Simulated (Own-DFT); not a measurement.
# How strain changes the stress of wurtzite GaN, 72 atoms (Ga36N36)

These are calculations, not measurements. They come from Own-DFT, an in-house plane-wave density functional program, since retired, whose code no person has reviewed. Each row is one single-point run on a periodic cell that was not relaxed, without spin or spin-orbit coupling.

Settings of every run: PBE; PseudoDojo norm-conserving scalar-relativistic files (stringent for Ga); cutoff 96 hartree; 4 x 4 x 3 k mesh centred on Gamma; Gaussian smearing of 0.01 eV.

Known limits: forces not confirmed at this smearing and k mesh; stress not checked against mesh or cutoff.

Unstrained cell vectors in Å: (9.567, 0.000, 0.000); (-4.783, 8.285, 0.000); (0.000, 0.000, 10.370). The unstrained cell has measured lattice constants (interpolated for alloys), not those of this functional. That, the random moves and any unrelaxed bonds set the pressure at no strain. Each run strains this cell uniformly, with the atoms carried along. Every atom was also moved at random, by a Gaussian of width 0.05 Å on each axis. Strain is the symmetric tensor, in per cent. Stress is positive in tension, and the pressure is minus a third of its trace.

| run | e_xx (%) | e_yy (%) | e_zz (%) | e_yz (%) | e_xz (%) | e_xy (%) | s_xx (GPa) | s_yy (GPa) | s_zz (GPa) | s_yz (GPa) | s_xz (GPa) | s_xy (GPa) | P (GPa) | E (meV/atom) |
|---|---|---|---|---|---|---|---|---|---|---|---|---|---|---|
| 1 | -1.56 | 1.82 | -1.45 | -0.42 | 1.95 | -1.00 | -13.39 | -2.34 | -12.87 | -0.42 | 3.68 | -2.51 | 9.53 | 21.1 |
| 2 | -0.82 | 1.48 | 1.14 | 0.14 | 1.89 | 0.58 | -7.88 | -2.52 | -0.52 | 0.17 | 3.75 | 1.69 | 3.64 | 3.0 |
| 3 | 1.16 | -0.77 | -1.05 | 0.29 | -1.31 | 1.76 | -2.54 | -9.48 | -13.48 | 1.07 | -2.77 | 5.26 | 8.50 | 19.7 |
| 4 | -1.80 | -1.21 | -1.40 | -1.00 | -1.09 | -1.36 | -16.98 | -16.00 | -17.29 | -1.58 | -3.60 | -3.03 | 16.76 | 49.2 |
| 5 | 0.52 | -0.87 | -1.90 | 1.31 | 1.36 | -1.89 | -7.12 | -10.92 | -19.44 | 3.13 | 1.89 | -4.45 | 12.49 | 51.6 |
| 6 | -0.96 | 1.63 | -0.64 | -1.61 | -0.42 | -1.21 | -10.67 | -1.26 | -9.65 | -2.83 | -0.93 | -2.47 | 7.19 | 17.7 |
| 7 | -1.55 | 0.46 | -0.26 | 0.05 | 0.65 | 1.51 | -15.78 | -7.31 | -7.75 | 0.48 | 1.30 | 5.05 | 10.28 | 26.2 |
| 8 | 0.59 | -0.06 | -1.52 | 0.92 | 0.03 | 0.16 | -4.66 | -9.35 | -13.55 | 2.88 | -0.23 | -0.59 | 9.19 | 16.6 |
| 9 | 0.42 | -0.98 | -1.94 | -1.06 | -1.16 | 1.74 | -7.37 | -12.99 | -19.94 | -2.11 | -1.52 | 5.45 | 13.44 | 65.6 |
| 10 | -1.18 | 1.98 | 1.55 | -1.22 | -1.23 | 1.84 | -10.28 | -0.30 | -0.05 | -2.99 | -2.04 | 5.28 | 3.54 | 26.9 |
| 11 | 1.65 | 1.34 | -1.61 | 1.70 | 1.35 | -1.99 | -1.61 | 0.27 | -14.09 | 3.79 | 3.03 | -6.58 | 5.14 | 26.3 |
| 12 | 1.58 | 0.71 | 0.32 | -1.92 | -0.58 | -1.25 | -0.10 | -4.94 | -2.33 | -3.82 | -0.09 | -3.48 | 2.46 | 13.3 |
| 13 | -1.70 | 0.31 | 1.93 | -1.38 | -1.11 | -1.57 | -13.56 | -6.93 | -0.11 | -3.05 | -3.50 | -4.75 | 6.87 | 26.9 |
| 14 | 1.56 | -1.39 | -0.03 | -1.23 | -1.81 | 0.73 | -2.89 | -10.19 | -7.23 | -0.98 | -3.32 | 4.14 | 6.77 | 21.8 |
| 15 | 0.03 | 1.45 | 0.95 | -1.31 | -0.44 | -0.74 | -3.99 | -0.48 | -3.05 | -3.10 | -0.37 | -1.54 | 2.51 | 0.0 |
| 16 | 1.83 | -0.89 | -0.88 | 1.55 | -1.73 | 0.61 | -2.00 | -8.79 | -11.72 | 3.38 | -3.78 | 1.15 | 7.50 | 31.1 |
| 17 | -1.00 | -1.21 | 1.51 | 0.11 | 1.99 | 1.66 | ? | ? | ? | ? | ? | ? | ? | ? |

E is the free energy for each atom above the lowest run shown.

## Worked fit

Each stress component was fitted by least squares to a constant and the strains of the runs shown, as fractions, with shears doubled. Shear strains stay in the fit of a normal stress only where such slopes are resolved. The slopes, in GPa:

| stress | at no strain | per e_xx | per e_yy | per e_zz | scatter |
|---|---|---|---|---|---|
| s_xx | -7.5 | 426 ± 23 | 89 ± 28 | 63 ± 25 | 1.11 |
| s_yy | -7.6 | 119 ± 24 | 414 ± 28 | 46 ± 26 | 1.12 |
| s_zz | -7.8 | 71 ± 30 | 116 ± 36 | 492 ± 33 | 1.44 |

Each shear stress against twice its own strain: yz 97 ± 8, xz 109 ± 4, xy 147 ± 7 GPa. These are stiffnesses along x, y and z of the frame in which the cell vectors are given, which need not be the crystal's axes. The atoms are held to the strained lattice; where symmetry lets them move under strain, relaxing them would lower some slopes. The table should be nearly symmetric about its diagonal, and what it lacks of that shows the noise. A ninth of its sum, 204 ± 6 GPa, estimates the bulk modulus near the mean pressure of these runs, 7.9 GPa, so it lies above the value at zero pressure.

## Withheld run

Question: what normal stresses and pressure should run 17 give?

The fit gives s_xx = -11.9, s_yy = -13.1, s_zz = -2.5 and P = 9.2 GPa. The calculation gave -9.82, -12.73, -3.39 and P = 8.65 GPa.
